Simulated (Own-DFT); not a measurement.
# Energy and forces against displacement in 4H SiC, 72 atoms (C36Si36)

Calculated results; nothing here was measured. The program, named Own-DFT, is a retired in-house plane-wave density functional code that no person has reviewed. Each row is one single-point run on a periodic cell that was not relaxed, without spin or spin-orbit coupling.

Settings of every run: PBE; PseudoDojo norm-conserving scalar-relativistic files; cutoff 42 hartree; 4 x 4 x 3 k mesh centred on Gamma; Fermi-Dirac smearing of 0.1 eV.

Known limits, some of them of some rows only: some atoms lie very close together; forces on such cells passed a denser k mesh, each cell not checked; stress not checked against mesh or cutoff.

Cell vectors in Å: (9.248, 0.000, 0.000); (-4.624, 8.009, 0.000); (0.000, 0.000, 10.068). In each run every atom was moved at random and independently from its ideal site; u is the rms move along one axis. E is the free energy for each atom above the fitted value at u = 0, and F the rms of the force components.

```
run,u (Å),E (meV/atom),F (eV/Å),largest force (eV/Å),P (GPa)
1,0.0298,34.8,0.891,2.92,3.88
2,0.0306,36.8,0.927,3.12,3.85
3,0.0576,137.6,1.915,9.21,6.24
4,0.0596,124.6,1.598,4.95,5.82
5,0.0634,?,?,?,?
6,0.0958,330.8,2.749,10.90,9.90
7,0.1060,478.5,3.834,18.83,13.79
```

## Worked fit

For small independent moves the energy grows as E = (3/2) K u², with K the mean stiffness felt by one atom. The runs with u up to 0.11 Å give K = 26.0 ± 1.4 eV/Å², with residuals divided by u² + 0.0006 Å², since the noise grows with the moves. The scatter is 9.2 meV/atom at u = 0.05 Å. The forces follow F = G u with G = 31.0 eV/Å²; no force at u = 0 is resolved. G exceeds K because the moves of its neighbours add to the force on an atom, and stiffness differs between atoms. The pressure follows P = 2.97 + 881 u² GPa: at fixed volume, shortened bonds push harder than stretched ones pull.

## Withheld run

Question: what energy and rms force should run 5 give?

The fit gives 156 ± 16 meV/atom and about 1.96 eV/Å. The calculation gave 148.4 meV/atom and 1.941 eV/Å.
